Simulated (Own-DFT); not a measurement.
# How strain changes the stress of wurtzite GaN, 72 atoms (Ga36N36)

Calculated results; nothing here was measured. The program, named Own-DFT, is a retired in-house plane-wave density functional code that no person has reviewed. Each row is one single-point run on a periodic cell that was not relaxed, without spin or spin-orbit coupling.

Settings of every run: PBE; PseudoDojo norm-conserving scalar-relativistic files (stringent for Ga); cutoff 96 hartree; 4 x 4 x 3 k mesh centred on Gamma; Gaussian smearing of 0.01 eV.

Known limits: forces not confirmed at this smearing and k mesh; stress not checked against mesh or cutoff.

Unstrained cell vectors in Å: (9.567, 0.000, 0.000); (-4.784, 8.285, 0.000); (0.000, 0.000, 10.370). The unstrained cell has measured lattice constants (interpolated for alloys), not those of this functional. That, the random moves and any unrelaxed bonds set the pressure at no strain. Each run strains this cell uniformly, with the atoms carried along. Every atom was also moved at random, by a Gaussian of width 0.05 Å on each axis. Strain is the symmetric tensor, in per cent. Stress is positive in tension, and the pressure is minus a third of its trace.

```
run,e_xx (%),e_yy (%),e_zz (%),e_yz (%),e_xz (%),e_xy (%),s_xx (GPa),s_yy (GPa),s_zz (GPa),s_yz (GPa),s_xz (GPa),s_xy (GPa),P (GPa),E (meV/atom)
1,-1.88,-0.60,0.13,-1.32,-0.20,-1.99,-15.89,-11.75,-8.74,-2.40,-0.37,-7.82,12.13,30.0
2,0.58,-1.17,-0.07,-0.51,-0.30,-1.61,-4.71,-10.11,-10.09,-0.57,0.25,-4.64,8.30,14.2
3,1.24,1.61,-0.58,-0.70,0.70,1.76,0.15,-1.18,-7.35,-0.79,0.94,4.88,2.79,3.0
4,-1.11,0.03,-0.40,1.02,1.22,-0.93,-12.93,-7.86,-10.24,1.96,2.08,-3.35,10.34,23.3
5,0.85,-0.41,0.55,0.98,-0.81,0.95,-2.32,-7.61,-5.95,1.48,-1.85,3.96,5.30,6.5
6,-1.10,1.11,-0.76,1.37,1.76,0.11,-9.95,-4.11,-11.38,1.88,3.17,1.23,8.48,17.4
7,0.36,-0.82,0.37,0.38,-0.47,-0.36,-5.59,-8.51,-6.19,0.72,-1.14,0.43,6.76,0.0
8,0.34,1.77,-1.48,1.23,0.50,-1.63,-3.28,-0.88,-14.57,2.24,0.89,-4.31,6.24,17.9
9,-0.99,-0.71,-0.36,1.75,-0.19,0.01,-11.36,-13.31,-10.40,5.39,-0.46,-0.27,11.69,32.5
10,0.46,-0.28,-1.67,0.29,0.29,0.60,-5.57,-7.13,-17.25,0.51,1.23,1.76,9.98,15.3
11,1.53,-1.28,-1.04,-1.54,0.13,0.36,-3.25,-10.18,-13.57,-3.60,1.08,1.69,9.00,25.4
12,1.87,-0.32,1.20,-1.80,-1.71,-0.75,-0.59,-4.60,-1.33,-3.43,-3.79,-2.64,2.17,12.3
13,-0.83,-1.41,-1.64,0.92,1.82,0.95,-15.03,-15.12,-16.49,1.77,4.65,3.09,15.55,37.7
14,-0.55,0.05,-1.29,-0.78,0.73,0.01,-10.93,-6.11,-17.17,-1.24,2.12,-1.68,11.40,35.7
15,-0.50,-0.04,-0.06,0.83,0.60,1.82,-9.93,-8.51,-5.99,1.14,1.54,5.81,8.15,12.3
16,-0.98,-0.26,0.36,-0.79,1.99,0.04,-12.67,-9.28,-5.74,-1.09,5.26,-0.05,9.23,26.0
17,1.87,0.56,-0.51,0.01,-0.86,0.99,?,?,?,?,?,?,?,?
```

E is the free energy for each atom above the lowest run shown.

## Worked fit

Each stress component was fitted by least squares to a constant and the strains of the runs shown, as fractions, with shears doubled. Shear strains stay in the fit of a normal stress only where such slopes are resolved. The slopes, in GPa:

```
stress,at no strain,per e_xx,per e_yy,per e_zz,scatter
s_xx,-7.1,437 ± 28,148 ± 33,50 ± 37,1.19
s_yy,-7.1,140 ± 28,365 ± 32,36 ± 37,1.17
s_zz,-7.7,30 ± 31,92 ± 36,539 ± 41,1.29
```

Each shear stress against twice its own strain: yz 97 ± 11, xz 118 ± 9, xy 143 ± 8 GPa. These are stiffnesses along x, y and z of the frame in which the cell vectors are given, which need not be the crystal's axes. The atoms are held to the strained lattice; where symmetry lets them move under strain, relaxing them would lower some slopes. The table should be nearly symmetric about its diagonal, and what it lacks of that shows the noise. A ninth of its sum, 204 ± 5 GPa, estimates the bulk modulus near the mean pressure of these runs, 8.6 GPa, so it lies above the value at zero pressure.

## Withheld run

Question: what normal stresses and pressure should run 17 give?

The fit gives s_xx = 1.7, s_yy = -2.6, s_zz = -9.4 and P = 3.4 GPa. The calculation gave 0.38, -3.14, -8.01 and P = 3.59 GPa.
